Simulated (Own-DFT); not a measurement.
# A change of arrangement and its cost: In32P32, 64 atoms

All numbers below are calculated, not measured. The program, named Own-DFT, is a retired in-house plane-wave density functional code that no person has reviewed. Each row is one single-point run on a periodic cell that was not relaxed, without spin or spin-orbit coupling.

Settings of every run: PBE; PseudoDojo norm-conserving scalar-relativistic files; cutoff 36 hartree; 3 x 3 x 3 k mesh centred on Gamma; Fermi-Dirac smearing of 0.1 eV.

Known limits, some of them of some rows only: not probed for a lower state with spin; forces on such cells moved up to 12 meV/angstrom on a denser k mesh; stress not checked against mesh or cutoff.

All cells hold the same atoms in the same cell, with vectors in Å (11.737, 0.000, 0.000); (0.000, 11.737, 0.000); (0.000, 0.000, 11.737). Every atom was moved at random from its ideal site; u is the rms move along one axis. The defect's site can differ from row to row. E is the free energy of the cell above the lowest run. The arrangements:

- A: zincblende InP
- B: zincblende InP, with one In on a P site and one P on an In site, 2.5 Å apart

| arrangement | u (Å) | E (eV) | P (GPa) |
|---|---|---|---|
| A | 0.0193 | 0.000 | 3.21 |
| A | 0.0200 | 0.036 | 3.21 |
| A | 0.0205 | 0.076 | 3.22 |
| A | 0.0497 | 1.664 | 3.50 |
| A | 0.0503 | 2.000 | 3.61 |
| A | 0.0511 | 2.228 | 3.66 |
| B | 0.0300 | 4.422 | 3.62 |
| B | 0.0314 | 4.710 | 3.69 |
| B | 0.0318 | 4.718 | 3.68 |
| B | 0.0494 | 5.890 | 3.89 |
| B | 0.0512 | 5.846 | 3.92 |
| B | 0.0533 | 6.029 | 3.97 |

Question: once the cost of the random moves is taken out, how do the arrangements rank?

## Worked answer

Fit E = a + b u², with one b for all and one a for each arrangement, and with residuals divided by u², since the noise grows with the moves. Then b = 867 eV/Å², the scatter at u = 0.04 Å is 0.14 eV, and against A:

- B: 4.06 ± 0.06 eV (higher)

These are energies of unrelaxed cells. Relaxing the atoms lowers the strained arrangements most, so the gaps would shrink and small ones could change sign.
